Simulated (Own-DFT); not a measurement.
# Which arrangement is lower? C16Si16, 32 atoms

Calculated results; nothing here was measured. The program, named Own-DFT, is a retired in-house plane-wave density functional code that no person has reviewed. Each row is one single-point run on a periodic cell that was not relaxed, without spin or spin-orbit coupling.

Settings of every run: PBE; PseudoDojo norm-conserving scalar-relativistic files; cutoff 42 hartree; 5 x 5 x 3 k mesh centred on Gamma; Fermi-Dirac smearing of 0.1 eV.

Known limits: forces on such cells passed a denser k mesh, each cell not checked; stress not checked against mesh or cutoff.

All cells hold the same atoms in the same cell, with vectors in Å (6.165, 0.000, 0.000); (-3.083, 5.339, 0.000); (0.000, 0.000, 10.068). Every atom was moved at random from its ideal site; u is the rms move along one axis. E is the free energy of the cell above the lowest run. The arrangements:

- A: 2H SiC
- B: 4H SiC

```
arrangement,u (Å),E (eV),P (GPa)
A,0.0265,0.038,3.60
A,0.0304,0.157,3.82
A,0.0314,0.444,4.08
A,0.0536,3.069,6.24
A,0.0616,3.495,6.30
A,0.0627,3.324,6.19
B,0.0276,0.024,3.74
B,0.0291,0.000,3.64
B,0.0303,0.049,3.65
B,0.0629,3.406,6.37
B,0.0639,4.625,7.55
B,0.0689,4.836,7.11
```

Question: once the cost of the random moves is taken out, how do the arrangements rank?

## Worked answer

Fit E = a + b u², with one b for all and one a for each arrangement, and with residuals divided by u², since the noise grows with the moves. Then b = 1202 eV/Å², the scatter at u = 0.04 Å is 0.20 eV, and against A:

- B: -0.14 ± 0.08 eV (not told apart from A)

These are energies of unrelaxed cells. Relaxing the atoms lowers the strained arrangements most, so the gaps would shrink and small ones could change sign.
